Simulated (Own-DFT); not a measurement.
# Oxygen vacancies on unlike sites: monoclinic HfO2, Hf32O62

All values are computed. Each geometry was run twice at fixed positions with Own-DFT, a retired in-house plane-wave program that no person has reviewed: with PBE, and with HSE06 (exact exchange share 0.25 at short range, screening 0.11 per bohr, Gygi-Baldereschi treatment of its divergence). Both used PseudoDojo norm-conserving files made for PBE, a cutoff of 48 hartree, the Gamma point alone, fixed occupations, a neutral cell and no spin. With Gamma alone and a thickness of 10.1 Å, finite-size errors remain in every number. The hafnium file keeps the 4f electrons in the core, and its forces lie about 75 meV/Å off all-electron values. The oxygen file's force components were 24 meV/Å off all-electron values in a glass.

Cell vectors in Å: (10.234, 0.000, 0.000); (0.000, 10.350, 0.000); (-1.696, 0.000, 10.445). Atoms were moved at random from their ideal sites, and each line below averages several runs of one case and one width of the moves; u² is the mean square move along one axis. E is the PBE energy of the cell and D the HSE06 energy less the PBE one, each over its lowest single run, with the standard error of the mean. Within a case the pair of sites differs from run to run.

- A: two O taken from sites with four and four neighbours, under 3.2 Å apart
- B: two O taken from sites with three and four neighbours, under 3.2 Å apart
- C: two O taken from sites with three and three neighbours, under 3.2 Å apart

| case | runs | u² (Å²) | E (eV) | error of E | D (eV) | error of D |
|---|---|---|---|---|---|---|
| A | 14 | 0.000918 | 0.567 | 0.066 | 0.114 | 0.012 |
| A | 14 | 0.002517 | 4.387 | 0.250 | 0.308 | 0.015 |
| A | 14 | 0.006227 | 13.152 | 0.479 | 0.781 | 0.045 |
| B | 14 | 0.000903 | 0.563 | 0.071 | 0.085 | 0.008 |
| B | 14 | 0.002528 | 4.420 | 0.199 | 0.287 | 0.023 |
| B | 14 | 0.006444 | 14.252 | 0.582 | 0.753 | 0.035 |
| C | 14 | 0.000904 | 1.000 | 0.066 | 0.052 | 0.007 |
| C | 14 | 0.002567 | 4.657 | 0.158 | 0.275 | 0.020 |
| C | 14 | 0.006332 | 13.787 | 0.490 | 0.714 | 0.027 |

The question: how do the cases differ under PBE, and what does HSE06 change?

## Answer

Fit E and D each to a + b u², with one a for each case and lines weighted by their errors. Against A, in eV:

```
case          PBE  change by HSE06        HSE06
   B  0.04 ± 0.09   -0.027 ± 0.012  0.01 ± 0.09
   C  0.42 ± 0.09   -0.058 ± 0.011  0.36 ± 0.09
```

Under PBE, C lies above A by more than three errors. D is known much better than E, because both runs of a geometry share the same random moves. HSE06 moves C down against A. The slope b is 2356 ± 45 eV/Å² for E and 123 ± 3 for D, so at this fixed cell HSE06 makes random moves about 5 % costlier. The vacancies are unrelaxed, and relaxation differs between sites.
